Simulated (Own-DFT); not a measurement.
# Point defects and the pressure they add: zincblende GaAs

Everything here is calculated. The program is Own-DFT (plane waves, in-house, since retired, never reviewed by a person); positions were held fixed, and spin and spin-orbit coupling were off.

Common settings: PBE; PseudoDojo norm-conserving scalar-relativistic files; cutoff 42 hartree; 3 x 3 x 3 k mesh centred on Gamma; Fermi-Dirac smearing of 0.1 eV.

Keep in mind (not all hold for every row): not probed for a lower state with spin; forces not confirmed at this smearing and k mesh; stress not checked against mesh or cutoff.

All runs share one cell, with vectors in Å (11.737, 0.000, 0.000); (0.000, 11.737, 0.000); (0.000, 0.000, 10.833) and a volume of 1492.4 Å³, strained against the parent crystal. The atoms are randomly displaced, by u rms on each axis. The defect's site can differ from row to row.

| cell | formula | u (Å) | P (GPa) |
|---|---|---|---|
| no defect | As32Ga32 | 0.0295 | 1.24 |
| no defect | As32Ga32 | 0.0460 | 1.57 |
| no defect | As32Ga32 | 0.0506 | 1.52 |
| one Al on a Ga site | AlAs32Ga31 | 0.0294 | 1.21 |
| one Al on a Ga site | AlAs32Ga31 | 0.0328 | 1.31 |
| one Al on a Ga site | AlAs32Ga31 | 0.0509 | 1.54 |
| one As vacancy and one Ga vacancy | As31Ga31 | 0.0297 | 0.85 |
| one As vacancy and one Ga vacancy | As31Ga31 | 0.0301 | ? |
| one As vacancy and one Ga vacancy | As31Ga31 | 0.0450 | 1.05 |
| one As vacancy and one Ga vacancy | As31Ga31 | 0.0527 | 1.33 |
| one P on an As site | As31Ga32P | 0.0290 | 1.01 |
| one P on an As site | As31Ga32P | 0.0305 | 1.00 |
| one P on an As site | As31Ga32P | 0.0316 | 1.03 |
| one In on a Ga site | As32Ga31In | 0.0470 | 2.07 |
| one In on a Ga site | As32Ga31In | 0.0476 | 2.17 |
| one In on a Ga site | As32Ga31In | 0.0516 | 2.04 |

## Working it out

P = P0 + c u² + a shift for each defect gives P0 = 1.09 GPa, c = 195 ± 31 GPa/Å² and a scatter of 0.07 GPa. The shifts, and each times the cell's volume:

- one In on a Ga site: 0.54 ± 0.06 GPa, 5.0 eV
- one Al on a Ga site: -0.03 ± 0.06 GPa, -0.2 eV (not resolved)
- one P on an As site: -0.25 ± 0.06 GPa, -2.3 eV
- one As vacancy and one Ga vacancy: -0.38 ± 0.06 GPa, -3.5 eV

Positive is outwards. The product with the volume (160.2 GPa Å³ to the eV) is nearly free of the cell's size; divided by the bulk modulus at the cell's pressure it gives the volume that the defect adds. The atoms around the defects weren't relaxed, which would change these numbers.

## The run left out

Asked: what pressure belongs in the blank (one As vacancy and one Ga vacancy, u = 0.0301 Å)?

The fitted form gives 0.88 ± 0.09 GPa. Computed: 0.86 GPa.
